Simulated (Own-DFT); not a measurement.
GaP (zincblende, atoms displaced) (calculated)

A calculation, not a measurement: plane-wave PBE density functional theory by an unreviewed code, no spin, of a simulated periodic cell, stress positive in tension, free energy of the whole cell less one offset for each atom, forces on such cells passed a denser k mesh, this cell's mesh not checked; offsets are fitted by least squares, one for each functional and potential file, so energies compare only between cells with the same atoms and settings and are not formation energies; the far tail of each file's local potential was reset to the Coulomb form; each entry is a single point on an unrelaxed cell, so the pressure reflects the starting lattice, mostly measured values (interpolated for alloys), from which strain is counted, and rises with the displacements; printed positions are rounded, which can move forces by about a meV/angstrom; the program, named Own-DFT, is a retired in-house code; no spin-orbit coupling. Program: Own-DFT development build.

Settings shared by all entries: functional PBE; potential files PseudoDojo norm-conserving, scalar-relativistic, standard set; wave cutoff 42 hartree; occupations Fermi-Dirac; smearing width 0.1 eV; hardware one NVIDIA H100; k mesh 3 x 3 x 3 centred on Gamma.

(1) 
```cif
# cell vector a (Å): 10.9010 0.0000 0.0000
# cell vector b (Å): 0.0000 10.9010 0.0000
# cell vector c (Å): 0.0000 0.0000 10.9010
data_GaP
_symmetry_space_group_name_H-M 'P 1'
_symmetry_Int_Tables_number 1
_cell_length_a 10.9010
_cell_length_b 10.9010
_cell_length_c 10.9010
_cell_angle_alpha 90.000
_cell_angle_beta 90.000
_cell_angle_gamma 90.000
_cell_volume 1295.39
loop_
_atom_site_label
_atom_site_type_symbol
_atom_site_fract_x
_atom_site_fract_y
_atom_site_fract_z
_atom_site_occupancy
Ga1 Ga 0.00205 0.99995 0.99792 1
Ga2 Ga 0.99772 0.25197 0.24868 1
Ga3 Ga 0.25150 0.99893 0.24971 1
Ga4 Ga 0.24950 0.24643 0.99950 1
P1 P 0.12398 0.12479 0.12451 1
P2 P 0.12229 0.37703 0.37390 1
P3 P 0.37500 0.12336 0.37313 1
P4 P 0.37549 0.37375 0.12968 1
Ga5 Ga 0.00285 0.00060 0.50194 1
Ga6 Ga 0.99764 0.24876 0.74836 1
Ga7 Ga 0.24903 0.99786 0.75049 1
Ga8 Ga 0.25263 0.25011 0.50094 1
P5 P 0.12538 0.12603 0.62170 1
P6 P 0.12621 0.37705 0.87355 1
P7 P 0.37420 0.12334 0.87562 1
P8 P 0.37605 0.37770 0.62536 1
Ga9 Ga 0.99916 0.50119 0.00106 1
Ga10 Ga 0.00041 0.75113 0.25291 1
Ga11 Ga 0.25073 0.49838 0.24874 1
Ga12 Ga 0.24758 0.74665 0.00122 1
P9 P 0.11970 0.62295 0.12415 1
P10 P 0.12215 0.87546 0.37526 1
P11 P 0.37438 0.62634 0.37607 1
P12 P 0.37396 0.87409 0.12232 1
Ga13 Ga 0.00072 0.49821 0.50210 1
Ga14 Ga 0.00016 0.75019 0.74856 1
Ga15 Ga 0.25248 0.50018 0.75221 1
Ga16 Ga 0.25019 0.74866 0.49863 1
P13 P 0.12495 0.62312 0.62342 1
P14 P 0.12414 0.87556 0.87468 1
P15 P 0.37418 0.62486 0.87131 1
P16 P 0.37740 0.87674 0.62285 1
Ga17 Ga 0.50139 0.00383 0.99830 1
Ga18 Ga 0.49743 0.24692 0.24741 1
Ga19 Ga 0.74757 0.99682 0.25194 1
Ga20 Ga 0.74742 0.25377 0.99998 1
P17 P 0.62231 0.12482 0.13020 1
P18 P 0.62786 0.37399 0.37219 1
P19 P 0.87432 0.12653 0.37542 1
P20 P 0.87159 0.37290 0.12355 1
Ga21 Ga 0.49827 0.99925 0.49782 1
Ga22 Ga 0.49716 0.25252 0.74952 1
Ga23 Ga 0.75221 0.99711 0.74981 1
Ga24 Ga 0.74968 0.25011 0.50158 1
P21 P 0.62585 0.12505 0.62289 1
P22 P 0.62669 0.37706 0.87608 1
P23 P 0.87222 0.12630 0.87630 1
P24 P 0.87654 0.37697 0.62701 1
Ga25 Ga 0.49977 0.50230 0.99852 1
Ga26 Ga 0.49697 0.74892 0.25013 1
Ga27 Ga 0.75132 0.49980 0.25032 1
Ga28 Ga 0.75057 0.74863 0.99878 1
P25 P 0.62680 0.62530 0.12257 1
P26 P 0.62515 0.87389 0.37519 1
P27 P 0.87581 0.62680 0.37806 1
P28 P 0.87510 0.87524 0.12761 1
Ga29 Ga 0.50065 0.49915 0.50061 1
Ga30 Ga 0.49917 0.74896 0.75154 1
Ga31 Ga 0.75099 0.50106 0.75036 1
Ga32 Ga 0.75085 0.74875 0.49828 1
P29 P 0.62412 0.62093 0.62599 1
P30 P 0.62457 0.87256 0.87718 1
P31 P 0.87484 0.62488 0.87493 1
P32 P 0.87380 0.87474 0.62720 1
_calc_free_energy_of_cell_above_offsets '-35.720'  # eV
_calc_pressure 2.72  # GPa
_calc_stress_xx -2.72  # GPa
_calc_stress_yy -2.72  # GPa
_calc_stress_zz -2.71  # GPa
_calc_stress_yz -0.1  # GPa
_calc_stress_xz 0.14  # GPa
_calc_stress_xy 0.01  # GPa
_calc_wall_time 523.1  # s
```

Force:
```
element  x (eV/Å)  y (eV/Å)  z (eV/Å)
     Ga    -0.437     0.086     0.284
     Ga     0.077    -0.235     0.055
     Ga    -0.343    -0.082    -0.136
     Ga    -0.019     0.487     0.132
      P     0.041    -0.021     0.202
      P     0.378    -0.331     0.107
      P    -0.114     0.178     0.222
      P    -0.083     0.114    -0.937
     Ga    -0.589    -0.016    -0.216
     Ga     0.287     0.076     0.236
     Ga     0.077     0.192     -0.28
     Ga    -0.181     0.206    -0.342
      P      0.18     -0.03      0.59
      P    -0.196    -0.393     0.222
      P     0.043     0.228    -0.337
      P    -0.211    -0.211    -0.112
     Ga    -0.239    -0.469    -0.306
     Ga    -0.197     -0.13    -0.217
     Ga    -0.256     0.318     0.206
     Ga    -0.006     0.122     -0.17
      P     0.548     0.231     0.432
      P     0.563     0.017     0.066
      P     0.039    -0.429    -0.171
      P     0.111     0.053     0.039
     Ga     -0.13     0.189     -0.19
     Ga     0.039    -0.157     0.074
     Ga    -0.406    -0.016    -0.423
     Ga     -0.17     0.312     0.194
      P     0.232     0.191     0.313
      P     0.117     -0.36    -0.036
      P    -0.023     0.143     0.638
      P    -0.364    -0.379     0.291
     Ga      0.01    -0.398     0.271
     Ga     0.246     0.352     0.599
     Ga     0.309     0.352    -0.002
     Ga     -0.18    -0.618     0.167
      P     0.484    -0.103    -0.725
      P    -0.514    -0.058      0.25
      P      0.08    -0.297     0.031
      P     0.412     0.438      0.09
     Ga     0.416     0.203     0.036
     Ga     0.452    -0.302      0.11
     Ga    -0.495     0.317     0.198
     Ga     0.184     0.193    -0.105
      P    -0.296    -0.133     0.401
      P    -0.455    -0.087    -0.298
      P     0.146    -0.127    -0.031
      P    -0.324    -0.231    -0.179
     Ga    -0.081    -0.226     0.245
     Ga     0.356     0.086     -0.23
     Ga     0.003     0.242    -0.052
     Ga     0.189     0.228     0.253
      P    -0.264    -0.025     0.412
      P    -0.296    -0.211     0.056
      P     0.109    -0.448    -0.307
      P     0.025    -0.026    -0.414
     Ga     0.158    -0.069    -0.435
     Ga     0.214     0.186    -0.368
     Ga     0.017     -0.09     0.043
     Ga    -0.302     0.079      0.46
      P     0.137     0.569    -0.078
      P     0.041     0.314     -0.25
      P      0.17     0.098     -0.08
      P     0.281    -0.093    -0.494
```

(2) 
```cif
# cell vector a (Å): 10.9010 0.0000 0.0000
# cell vector b (Å): 0.0000 10.9010 0.0000
# cell vector c (Å): 0.0000 0.0000 10.9010
data_GaP
_symmetry_space_group_name_H-M 'P 1'
_symmetry_Int_Tables_number 1
_cell_length_a 10.9010
_cell_length_b 10.9010
_cell_length_c 10.9010
_cell_angle_alpha 90.000
_cell_angle_beta 90.000
_cell_angle_gamma 90.000
_cell_volume 1295.39
loop_
_atom_site_label
_atom_site_type_symbol
_atom_site_fract_x
_atom_site_fract_y
_atom_site_fract_z
_atom_site_occupancy
Ga1 Ga 0.00004 0.99829 0.99889 1
Ga2 Ga 0.99840 0.24667 0.25085 1
Ga3 Ga 0.24981 0.00071 0.24989 1
Ga4 Ga 0.24899 0.25031 0.99928 1
P1 P 0.12526 0.12414 0.12414 1
P2 P 0.12352 0.37386 0.37567 1
P3 P 0.37227 0.12236 0.37687 1
P4 P 0.37420 0.37542 0.12241 1
Ga5 Ga 0.00064 0.00300 0.49874 1
Ga6 Ga 0.00191 0.24719 0.75076 1
Ga7 Ga 0.25026 0.00014 0.74809 1
Ga8 Ga 0.24877 0.24847 0.49990 1
P5 P 0.12332 0.12373 0.62270 1
P6 P 0.12390 0.37275 0.87482 1
P7 P 0.37390 0.12763 0.87381 1
P8 P 0.37468 0.37877 0.62614 1
Ga9 Ga 0.99901 0.50108 0.99657 1
Ga10 Ga 0.99896 0.75077 0.25196 1
Ga11 Ga 0.24905 0.50136 0.25090 1
Ga12 Ga 0.25022 0.74916 0.99915 1
P9 P 0.12571 0.62693 0.12337 1
P10 P 0.12794 0.87366 0.37724 1
P11 P 0.37433 0.62303 0.37442 1
P12 P 0.37408 0.87234 0.12435 1
Ga13 Ga 0.00069 0.49815 0.50127 1
Ga14 Ga 0.99898 0.75131 0.74770 1
Ga15 Ga 0.24925 0.50032 0.74894 1
Ga16 Ga 0.25017 0.75473 0.50088 1
P13 P 0.12116 0.62554 0.62393 1
P14 P 0.12573 0.87528 0.87593 1
P15 P 0.37808 0.62450 0.87502 1
P16 P 0.37569 0.87743 0.62754 1
Ga17 Ga 0.50080 0.99959 0.99787 1
Ga18 Ga 0.49866 0.25213 0.24993 1
Ga19 Ga 0.74797 0.00258 0.24814 1
Ga20 Ga 0.75170 0.24947 0.99743 1
P17 P 0.62743 0.12656 0.12343 1
P18 P 0.62367 0.37717 0.37536 1
P19 P 0.87553 0.12259 0.37508 1
P20 P 0.87259 0.37592 0.12477 1
Ga21 Ga 0.50223 0.00194 0.50042 1
Ga22 Ga 0.49825 0.25184 0.74814 1
Ga23 Ga 0.74905 0.99635 0.74905 1
Ga24 Ga 0.74633 0.24839 0.50146 1
P21 P 0.62485 0.12519 0.62518 1
P22 P 0.62445 0.37514 0.87685 1
P23 P 0.87763 0.12283 0.87642 1
P24 P 0.87772 0.37463 0.62393 1
Ga25 Ga 0.49841 0.49762 0.00301 1
Ga26 Ga 0.49851 0.75236 0.24839 1
Ga27 Ga 0.75011 0.49772 0.25008 1
Ga28 Ga 0.74826 0.74850 0.00048 1
P25 P 0.62444 0.62821 0.12256 1
P26 P 0.62397 0.87568 0.37855 1
P27 P 0.87539 0.62515 0.37198 1
P28 P 0.87666 0.87450 0.12513 1
Ga29 Ga 0.49847 0.49713 0.50013 1
Ga30 Ga 0.49988 0.74871 0.74929 1
Ga31 Ga 0.75082 0.50520 0.74985 1
Ga32 Ga 0.74949 0.75033 0.50328 1
P29 P 0.62559 0.62552 0.62218 1
P30 P 0.62597 0.87474 0.87343 1
P31 P 0.87682 0.62580 0.87442 1
P32 P 0.87790 0.87810 0.62869 1
_calc_free_energy_of_cell_above_offsets '-35.755'  # eV
_calc_pressure 2.71  # GPa
_calc_stress_xx -2.72  # GPa
_calc_stress_yy -2.7  # GPa
_calc_stress_zz -2.72  # GPa
_calc_stress_yz 0.23  # GPa
_calc_stress_xz 0.06  # GPa
_calc_stress_xy 0.05  # GPa
_calc_wall_time 518.9  # s
```

Force:
```
element  x (eV/Å)  y (eV/Å)  z (eV/Å)
     Ga     0.131    -0.022     0.233
     Ga     0.063     0.333    -0.208
     Ga    -0.026    -0.263     -0.12
     Ga     0.012    -0.058     0.066
      P    -0.083     0.037     0.053
      P     0.146    -0.014    -0.214
      P     0.437     0.379    -0.228
      P    -0.291    -0.113     0.517
     Ga         0    -0.528     -0.03
     Ga    -0.242     0.099    -0.147
     Ga     -0.19     0.134     0.298
     Ga     0.102     0.289     0.104
      P     0.313     0.153     0.316
      P      0.14      0.29    -0.086
      P     0.082    -0.273    -0.008
      P     -0.23    -0.566    -0.256
     Ga     0.157    -0.158     0.433
     Ga     0.322     0.006    -0.191
     Ga    -0.137    -0.216    -0.199
     Ga     0.086    -0.036    -0.154
      P    -0.264     -0.24     0.147
      P    -0.507     0.396    -0.356
      P     0.098     0.425     0.214
      P     0.024     0.585    -0.115
     Ga    -0.183     0.218    -0.389
     Ga     0.277    -0.046      0.43
     Ga     -0.19     0.271     0.271
     Ga     0.268    -0.644      0.21
      P     0.537     0.115     0.031
      P     0.047    -0.111     -0.32
      P    -0.368    -0.134    -0.017
      P     0.192    -0.194    -0.279
     Ga    -0.133     0.093     0.161
     Ga    -0.033    -0.299     0.005
     Ga     0.174    -0.459     0.185
     Ga     0.025      0.09     0.054
      P    -0.497     0.033     0.011
      P     0.088    -0.388    -0.012
      P    -0.448     0.269     0.025
      P     0.425    -0.223    -0.104
     Ga     -0.31    -0.136     0.061
     Ga     0.201     0.046     0.233
     Ga      0.15     0.545     0.234
     Ga       0.5     0.268     -0.23
      P    -0.065    -0.022     0.298
      P      0.14     0.116    -0.405
      P     -0.38     0.034    -0.372
      P    -0.515    -0.156     0.341
     Ga     0.319     0.328    -0.292
     Ga     0.184    -0.261     0.355
     Ga    -0.199     0.494     -0.16
     Ga     0.424     0.274    -0.176
      P    -0.114     -0.54      0.51
      P     0.176    -0.034    -0.469
      P    -0.159     -0.13     0.584
      P    -0.362     0.069     0.026
     Ga     0.076     0.459    -0.088
     Ga     0.116     0.082    -0.029
     Ga    -0.029    -0.594    -0.024
     Ga     0.469     0.172    -0.339
      P    -0.293    -0.164      0.24
      P    -0.161    -0.181     0.118
      P    -0.243     0.276    -0.022
      P    -0.249    -0.178    -0.725
```

(3) 
```cif
# cell vector a (Å): 10.9010 0.0000 0.0000
# cell vector b (Å): 0.0000 10.9010 0.0000
# cell vector c (Å): 0.0000 0.0000 10.9010
data_GaP
_symmetry_space_group_name_H-M 'P 1'
_symmetry_Int_Tables_number 1
_cell_length_a 10.9010
_cell_length_b 10.9010
_cell_length_c 10.9010
_cell_angle_alpha 90.000
_cell_angle_beta 90.000
_cell_angle_gamma 90.000
_cell_volume 1295.39
loop_
_atom_site_label
_atom_site_type_symbol
_atom_site_fract_x
_atom_site_fract_y
_atom_site_fract_z
_atom_site_occupancy
Ga1 Ga 0.99790 0.00323 0.00426 1
Ga2 Ga 0.00215 0.25159 0.25120 1
Ga3 Ga 0.24747 0.00055 0.25111 1
Ga4 Ga 0.25200 0.25284 0.99998 1
P1 P 0.12447 0.12546 0.12400 1
P2 P 0.12562 0.36987 0.37684 1
P3 P 0.37795 0.12603 0.37545 1
P4 P 0.37529 0.37725 0.12555 1
Ga5 Ga 0.00132 0.00099 0.50239 1
Ga6 Ga 0.99965 0.24792 0.74642 1
Ga7 Ga 0.24698 0.00198 0.75141 1
Ga8 Ga 0.25206 0.24935 0.49857 1
P5 P 0.12403 0.12504 0.62669 1
P6 P 0.12565 0.37442 0.87382 1
P7 P 0.37297 0.12244 0.87603 1
P8 P 0.37297 0.37651 0.62318 1
Ga9 Ga 0.99861 0.50125 0.99872 1
Ga10 Ga 0.99920 0.74933 0.24869 1
Ga11 Ga 0.25054 0.50056 0.24808 1
Ga12 Ga 0.24925 0.75179 0.99535 1
P9 P 0.12465 0.62536 0.12415 1
P10 P 0.12186 0.87358 0.37454 1
P11 P 0.37833 0.62510 0.37467 1
P12 P 0.37424 0.87222 0.12626 1
Ga13 Ga 0.99590 0.50039 0.50059 1
Ga14 Ga 0.99991 0.75113 0.75366 1
Ga15 Ga 0.24972 0.50193 0.75167 1
Ga16 Ga 0.25006 0.74900 0.49774 1
P13 P 0.12729 0.62627 0.62407 1
P14 P 0.12341 0.87782 0.87620 1
P15 P 0.37144 0.62489 0.87575 1
P16 P 0.37551 0.87367 0.62584 1
Ga17 Ga 0.50308 0.99986 0.00034 1
Ga18 Ga 0.50011 0.25217 0.24997 1
Ga19 Ga 0.74783 0.99917 0.25205 1
Ga20 Ga 0.75077 0.25067 0.99701 1
P17 P 0.62342 0.12831 0.12921 1
P18 P 0.63049 0.37332 0.37195 1
P19 P 0.87341 0.12912 0.37618 1
P20 P 0.87186 0.37298 0.12603 1
Ga21 Ga 0.49883 0.99999 0.50192 1
Ga22 Ga 0.49979 0.24950 0.75082 1
Ga23 Ga 0.75040 0.99906 0.74971 1
Ga24 Ga 0.75155 0.24878 0.49937 1
P21 P 0.62606 0.12685 0.62624 1
P22 P 0.62605 0.37727 0.87332 1
P23 P 0.87327 0.12847 0.87306 1
P24 P 0.87451 0.37447 0.62711 1
Ga25 Ga 0.49950 0.49632 0.99826 1
Ga26 Ga 0.49864 0.75178 0.24787 1
Ga27 Ga 0.74715 0.50045 0.24921 1
Ga28 Ga 0.74724 0.75106 0.00115 1
P25 P 0.62823 0.62535 0.12113 1
P26 P 0.61991 0.87657 0.37366 1
P27 P 0.87419 0.62773 0.37209 1
P28 P 0.87582 0.87719 0.12560 1
Ga29 Ga 0.49849 0.49595 0.50007 1
Ga30 Ga 0.50144 0.74806 0.75040 1
Ga31 Ga 0.75166 0.49785 0.75004 1
Ga32 Ga 0.74831 0.75051 0.49871 1
P29 P 0.62486 0.62650 0.62641 1
P30 P 0.62327 0.87148 0.87308 1
P31 P 0.87599 0.62691 0.87694 1
P32 P 0.87456 0.87509 0.62634 1
_calc_free_energy_of_cell_above_offsets '-35.711'  # eV
_calc_pressure 2.71  # GPa
_calc_stress_xx -2.71  # GPa
_calc_stress_yy -2.71  # GPa
_calc_stress_zz -2.72  # GPa
_calc_stress_yz 0.03  # GPa
_calc_stress_xz 0.11  # GPa
_calc_stress_xy 0.05  # GPa
_calc_wall_time 510.9  # s
```

Force:
```
element  x (eV/Å)  y (eV/Å)  z (eV/Å)
     Ga    -0.029     0.019    -0.536
     Ga    -0.319    -0.201    -0.236
     Ga     0.226     -0.08    -0.023
     Ga    -0.159    -0.231    -0.005
      P      0.23     0.293     0.195
      P    -0.027     0.909    -0.111
      P    -0.307    -0.162     -0.12
      P     0.064     -0.25    -0.011
     Ga    -0.361    -0.042    -0.253
     Ga     0.093     0.334      0.42
     Ga     0.261     -0.35    -0.182
     Ga    -0.084    -0.207     0.271
      P     0.373     0.055    -0.394
      P    -0.243     0.014     0.003
      P     0.347     0.314     0.048
      P     0.083    -0.286     0.473
     Ga     0.046    -0.362     0.276
     Ga     0.096     0.082    -0.126
     Ga    -0.207     0.074     0.441
     Ga    -0.108     -0.01     0.521
      P     0.059     0.034    -0.118
      P     0.223     0.188     0.119
      P    -0.243    -0.164    -0.117
      P    -0.191     0.525    -0.385
     Ga     0.405     0.051    -0.108
     Ga     0.134    -0.083    -0.392
     Ga    -0.126    -0.176    -0.301
     Ga     0.146     0.149     0.031
      P    -0.486    -0.082     0.131
      P    -0.161       0.1     0.079
      P     0.601    -0.043    -0.068
      P    -0.295     0.148     0.081
     Ga    -0.235    -0.077      0.22
     Ga    -0.095     0.088     0.131
     Ga     0.168     0.259     0.009
     Ga    -0.344    -0.009     0.375
      P     0.324    -0.317    -0.694
      P    -0.677     0.178     0.531
      P      0.45    -0.719    -0.181
      P     0.445     0.316    -0.144
     Ga     0.096     0.117     0.132
     Ga    -0.216     0.095    -0.058
     Ga    -0.137     0.046     0.095
     Ga    -0.166     0.241     0.292
      P    -0.118    -0.225    -0.144
      P    -0.202    -0.363     0.071
      P     0.211    -0.522     0.143
      P    -0.004    -0.013    -0.346
     Ga     0.064     0.549     0.039
     Ga     0.282    -0.456    -0.037
     Ga     0.415     0.167    -0.167
     Ga     0.519     0.199    -0.213
      P    -0.765    -0.157     0.401
      P     0.387    -0.171     0.234
      P    -0.157    -0.354     0.236
      P    -0.411    -0.159     0.051
     Ga      0.54     0.276    -0.168
     Ga     -0.48    -0.073    -0.028
     Ga    -0.016     0.606     0.033
     Ga    -0.037     0.175     0.016
      P     0.115    -0.545    -0.299
      P     0.257     0.512     0.235
      P    -0.323    -0.118     -0.18
      P     0.071    -0.102     -0.19
```

(4) 
```cif
# cell vector a (Å): 10.9010 0.0000 0.0000
# cell vector b (Å): 0.0000 10.9010 0.0000
# cell vector c (Å): 0.0000 0.0000 10.9010
data_GaP
_symmetry_space_group_name_H-M 'P 1'
_symmetry_Int_Tables_number 1
_cell_length_a 10.9010
_cell_length_b 10.9010
_cell_length_c 10.9010
_cell_angle_alpha 90.000
_cell_angle_beta 90.000
_cell_angle_gamma 90.000
_cell_volume 1295.39
loop_
_atom_site_label
_atom_site_type_symbol
_atom_site_fract_x
_atom_site_fract_y
_atom_site_fract_z
_atom_site_occupancy
Ga1 Ga 0.99850 0.99815 0.00065 1
Ga2 Ga 0.99661 0.24787 0.24950 1
Ga3 Ga 0.25531 0.99828 0.24884 1
Ga4 Ga 0.24859 0.25059 0.99750 1
P1 P 0.12819 0.12325 0.12589 1
P2 P 0.12367 0.37408 0.37505 1
P3 P 0.37417 0.12154 0.37458 1
P4 P 0.37681 0.37319 0.12669 1
Ga5 Ga 0.99994 0.99893 0.50186 1
Ga6 Ga 0.00019 0.24969 0.75033 1
Ga7 Ga 0.24806 0.00128 0.74844 1
Ga8 Ga 0.24932 0.25078 0.50149 1
P5 P 0.12320 0.12765 0.62396 1
P6 P 0.12691 0.37645 0.87862 1
P7 P 0.37251 0.12706 0.87256 1
P8 P 0.37057 0.37732 0.62586 1
Ga9 Ga 0.00033 0.49983 0.99914 1
Ga10 Ga 0.00150 0.75025 0.25063 1
Ga11 Ga 0.25025 0.49951 0.25289 1
Ga12 Ga 0.25025 0.75211 0.00014 1
P9 P 0.12691 0.62131 0.12855 1
P10 P 0.12460 0.87905 0.37325 1
P11 P 0.37633 0.62563 0.37642 1
P12 P 0.37578 0.87492 0.12568 1
Ga13 Ga 0.99995 0.50108 0.50248 1
Ga14 Ga 0.00269 0.74945 0.74972 1
Ga15 Ga 0.25093 0.49875 0.75307 1
Ga16 Ga 0.24769 0.74895 0.50142 1
P13 P 0.12614 0.62501 0.62380 1
P14 P 0.12502 0.87476 0.87341 1
P15 P 0.37258 0.62757 0.87481 1
P16 P 0.37585 0.87555 0.62328 1
Ga17 Ga 0.50035 0.99808 0.99661 1
Ga18 Ga 0.50126 0.25363 0.24764 1
Ga19 Ga 0.74941 0.00255 0.25066 1
Ga20 Ga 0.74962 0.25317 0.99903 1
P17 P 0.62643 0.12687 0.12672 1
P18 P 0.62459 0.37205 0.37703 1
P19 P 0.87653 0.12594 0.37551 1
P20 P 0.87536 0.37575 0.12336 1
Ga21 Ga 0.49872 0.00057 0.49943 1
Ga22 Ga 0.50106 0.25024 0.74963 1
Ga23 Ga 0.75088 0.00042 0.74980 1
Ga24 Ga 0.74899 0.25016 0.50081 1
P21 P 0.62862 0.12540 0.62636 1
P22 P 0.62713 0.37873 0.87430 1
P23 P 0.87502 0.12768 0.87739 1
P24 P 0.87455 0.37679 0.62536 1
Ga25 Ga 0.49844 0.49941 0.00506 1
Ga26 Ga 0.49920 0.74948 0.24937 1
Ga27 Ga 0.75180 0.50144 0.24741 1
Ga28 Ga 0.75145 0.75022 0.99945 1
P25 P 0.62481 0.62555 0.12322 1
P26 P 0.62727 0.87720 0.37475 1
P27 P 0.87831 0.62454 0.37249 1
P28 P 0.87225 0.87508 0.12500 1
Ga29 Ga 0.50005 0.50013 0.49966 1
Ga30 Ga 0.50176 0.75155 0.74737 1
Ga31 Ga 0.74933 0.50063 0.75041 1
Ga32 Ga 0.74745 0.75120 0.49954 1
P29 P 0.62525 0.62435 0.62470 1
P30 P 0.62490 0.87599 0.87385 1
P31 P 0.87246 0.62268 0.87641 1
P32 P 0.87326 0.87520 0.62811 1
_calc_free_energy_of_cell_above_offsets '-35.777'  # eV
_calc_pressure 2.7  # GPa
_calc_stress_xx -2.69  # GPa
_calc_stress_yy -2.71  # GPa
_calc_stress_zz -2.7  # GPa
_calc_stress_yz 0.08  # GPa
_calc_stress_xz 0.06  # GPa
_calc_stress_xy 0.07  # GPa
_calc_wall_time 542.2  # s
```

Force:
```
element  x (eV/Å)  y (eV/Å)  z (eV/Å)
     Ga     0.185     0.192     0.008
     Ga     0.465     0.184    -0.166
     Ga    -0.455     0.151     0.071
     Ga     0.241    -0.165     0.495
      P    -0.299     0.064    -0.118
      P    -0.067    -0.019     0.055
      P     0.252     0.792     0.048
      P    -0.587     0.189    -0.186
     Ga    -0.143     0.099    -0.057
     Ga    -0.035     0.278     0.165
     Ga      0.11    -0.038    -0.119
     Ga     0.045    -0.109     -0.37
      P     0.075     -0.28     0.124
      P    -0.393    -0.096    -0.523
      P     0.311    -0.246     0.146
      P     0.651    -0.264     -0.08
     Ga     0.022     0.147     0.271
     Ga     0.013     0.112    -0.206
     Ga      0.21    -0.207      0.06
     Ga    -0.232    -0.242     0.183
      P    -0.127     0.516    -0.484
      P     0.174    -0.408     0.205
      P    -0.177      0.03    -0.071
      P      0.19    -0.096    -0.326
     Ga     0.033    -0.125    -0.326
     Ga    -0.382    -0.182     0.083
     Ga    -0.222     0.349    -0.074
     Ga     0.192     0.366    -0.375
      P    -0.075    -0.216     0.419
      P     -0.04     0.132     0.224
      P     0.537    -0.153     0.101
      P    -0.248    -0.007     0.159
     Ga    -0.103       0.5     0.324
     Ga    -0.075    -0.641     0.486
     Ga     0.204    -0.016     0.007
     Ga    -0.065    -0.125     0.117
      P    -0.246    -0.115    -0.512
      P     0.155     0.571    -0.291
      P    -0.279    -0.204     0.222
      P     0.035    -0.107     0.109
     Ga     0.362     0.065     0.078
     Ga    -0.027      0.24    -0.046
     Ga     0.074     0.194     0.349
     Ga     0.325    -0.028    -0.018
      P    -0.518    -0.095    -0.172
      P    -0.593    -0.258     0.182
      P     0.014    -0.273    -0.184
      P      0.02    -0.151     0.087
     Ga    -0.001     0.174    -0.631
     Ga     0.292     0.082     0.158
     Ga    -0.219    -0.176     0.293
     Ga     -0.26     0.051    -0.044
      P     0.052     0.096     0.242
      P    -0.432    -0.152    -0.081
      P    -0.435     0.165     0.444
      P     0.274    -0.048     0.175
     Ga    -0.058    -0.147     0.119
     Ga    -0.235    -0.149     0.194
     Ga     0.114     0.044    -0.192
     Ga     0.442    -0.211    -0.092
      P    -0.015     0.046    -0.048
      P      0.21    -0.205    -0.037
      P     0.506      0.35    -0.252
      P     0.256    -0.224    -0.318
```
